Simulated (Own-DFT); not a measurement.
# Reading a pressure off an energy slope: monoclinic HfO2, 94 atoms (Hf32O62), with two O vacancies

All values are computed. Each geometry was run twice at fixed positions with Own-DFT, a retired in-house plane-wave program that no person has reviewed: with PBE, and with HSE06 (exact exchange share 0.25 at short range, screening 0.11 per bohr, Gygi-Baldereschi treatment of its divergence). Both used PseudoDojo norm-conserving files made for PBE, a cutoff of 48 hartree, the Gamma point alone, fixed occupations, a neutral cell and no spin. The unstrained cell is 10.1 Å across at its thinnest, so Gamma alone is coarse and defects feel their images. The hafnium file keeps the 4f electrons in the core, and its forces lie about 75 meV/Å off all-electron values. The oxygen file's force components were 24 meV/Å off all-electron values in a glass.

Unstrained cell vectors in Å: (10.234, 0.000, 0.000); (0.000, 10.350, 0.000); (-1.695, 0.000, 10.445), volume V0 = 1106.4 Å³, from measured lattice constants. Each geometry has its own random strain of a few per cent, its own defect sites and random moves of rms u per axis. HSE06 gave the energy alone. D is its energy less that of PBE, over the lowest D shown. The PBE stress wasn't checked against mesh or cutoff.

```
run,V - V0 (Å³),u (Å),P with PBE (GPa),D (eV)
1,-31.7,0.0299,11.61,0.000
2,-25.5,0.0280,9.85,0.176
3,-13.0,0.0474,7.11,0.753
4,13.0,0.0509,2.67,1.339
5,-13.1,0.0306,6.87,0.482
6,-32.5,0.0513,12.77,0.247
7,36.8,0.0291,-3.53,1.713
8,12.2,0.0302,1.22,1.091
9,-15.7,0.0315,7.11,0.474
10,-14.6,0.0294,7.88,0.443
11,-18.6,0.0289,7.69,?
```

## Worked fit

D = 0.68 + 0.0245 (V - V0) + 145 u² eV, with an error of 0.0005 on the volume slope, 15 on the last term and a scatter of 0.04 eV. Pressure is -dE/dV, and 1 eV/Å³ is 160.2 GPa, so HSE06 changes the pressure by -3.9 ± 0.1 GPa. With the ions held to the strained lattice, the PBE pressure falls by 243 ± 9 GPa per unit of volume strain; the shape of the strain isn't fitted, so the true error is larger, and a relaxed crystal would be softer. On that slope HSE06's volume at a given pressure is about 1.6 % smaller, or 0.5 % in lengths. At u = 0 and V0 the PBE pressure is 3.7 GPa, which puts the zero-pressure volume, against the measured cell and with the defects in, at +1.5 % for PBE and -0.1 % for HSE06, each good to a few tenths of a per cent.

## Check

Q: what D should run 11 give?

The fit gives 0.34 eV, with rows scattering by 0.04. The run itself gave 0.470 eV. The miss is larger than the scatter suggests: chance, or a term that the fit lacks.
